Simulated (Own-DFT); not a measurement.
# Which arrangement is lower? C16Si16, 32 atoms

The numbers are computed, not measured, by runs of the plane-wave DFT program Own-DFT (in-house, retired, unreviewed) at fixed positions, with no spin and no spin-orbit coupling.

All runs used: PBE; PseudoDojo norm-conserving scalar-relativistic files; cutoff 42 hartree; 5 x 5 x 3 k mesh centred on Gamma; Fermi-Dirac smearing of 0.1 eV.

Caveats: forces on such cells passed a denser k mesh, each cell not checked; stress not checked against mesh or cutoff.

All cells hold the same atoms in the same cell, with vectors in Å (6.165, 0.000, 0.000); (-3.083, 5.339, 0.000); (0.000, 0.000, 10.068). Atoms are randomly off their ideal sites, by an rms of u per axis. E is the free energy of the cell above the lowest run. The arrangements:

- A: 2H SiC
- B: 4H SiC

```
arrangement,u (Å),E (eV),P (GPa)
A,0.0277,0.311,3.91
A,0.0292,0.276,3.84
A,0.0304,0.258,3.73
A,0.0573,3.010,5.86
A,0.0580,3.209,5.79
A,0.0628,4.119,7.19
B,0.0279,0.000,3.54
B,0.0311,0.228,3.79
B,0.0318,0.190,3.70
B,0.0570,3.118,5.76
B,0.0597,3.422,6.21
B,0.0597,3.507,6.37
```

The question: what order do the arrangements take when the shaking is discounted?

## Answer

Fit E = a + b u², with one b for all and one a for each arrangement, and with residuals divided by u², since the noise grows with the moves. Then b = 1203 eV/Å², the scatter at u = 0.04 Å is 0.13 eV, and against A:

- B: -0.22 ± 0.06 eV (lower)

The cells share one lattice and weren't relaxed, which can shift such small differences either way.
